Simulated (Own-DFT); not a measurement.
# What a defect does to the pressure of its cell: zincblende GaAs

Source: density functional calculations with Own-DFT, an unreviewed in-house program that is no longer used. Nothing was measured or relaxed, and spin and spin-orbit coupling are left out.

Method: PBE; PseudoDojo norm-conserving scalar-relativistic files; cutoff 42 hartree; 3 x 3 x 3 k mesh centred on Gamma; Fermi-Dirac smearing of 0.1 eV.

Known weak points (not all hold for every row): not probed for a lower state with spin; forces not confirmed at this smearing and k mesh; stress not checked against mesh or cutoff.

All runs share one cell, with vectors in Å (11.737, 0.000, 0.000); (0.000, 11.737, 0.000); (0.000, 0.000, 10.833) and a volume of 1492.4 Å³, strained against the parent crystal. u is the rms random offset of the atoms per axis. The defect's site can differ from row to row.

| cell | formula | u (Å) | P (GPa) |
|---|---|---|---|
| no defect | As32Ga32 | 0.0322 | 1.26 |
| no defect | As32Ga32 | 0.0504 | 1.54 |
| no defect | As32Ga32 | 0.0532 | 1.68 |
| one P on an As site | As31Ga32P | 0.0280 | 0.97 |
| one P on an As site | As31Ga32P | 0.0296 | 1.02 |
| one P on an As site | As31Ga32P | 0.0302 | 1.04 |
| one In on a Ga site | As32Ga31In | 0.0461 | 2.14 |
| one In on a Ga site | As32Ga31In | 0.0500 | 2.16 |
| one In on a Ga site | As32Ga31In | 0.0513 | 2.20 |
| one In on a Ga site | As32Ga31In | 0.0519 | ? |
| one As vacancy and one Ga vacancy | As31Ga31 | 0.0294 | 0.89 |
| one As vacancy and one Ga vacancy | As31Ga31 | 0.0305 | 1.00 |
| one As vacancy and one Ga vacancy | As31Ga31 | 0.0533 | 1.26 |
| one Al on a Ga site | AlAs32Ga31 | 0.0283 | 1.21 |
| one Al on a Ga site | AlAs32Ga31 | 0.0325 | 1.28 |
| one Al on a Ga site | AlAs32Ga31 | 0.0479 | 1.46 |

## Fit

P = P0 + c u² + a shift for each defect gives P0 = 1.11 GPa, c = 180 ± 16 GPa/Å² and a scatter of 0.04 GPa. The shifts, and each times the cell's volume:

- one In on a Ga site: 0.62 ± 0.03 GPa, 5.8 eV
- one Al on a Ga site: -0.04 ± 0.03 GPa, -0.4 eV (not resolved)
- one P on an As site: -0.25 ± 0.04 GPa, -2.4 eV
- one As vacancy and one Ga vacancy: -0.34 ± 0.03 GPa, -3.1 eV

Positive is outwards. The product with the volume (160.2 GPa Å³ to the eV) is nearly free of the cell's size; divided by the bulk modulus at the cell's pressure it gives the volume that the defect adds. The atoms around the defects weren't relaxed, which would change these numbers.

## Withheld run

The question: what pressure belongs in the blank (one In on a Ga site, u = 0.0519 Å)?

The fitted form gives 2.21 ± 0.05 GPa. DFT gave 2.07 GPa. This run lies off the fit, by chance or by something that the fit leaves out.
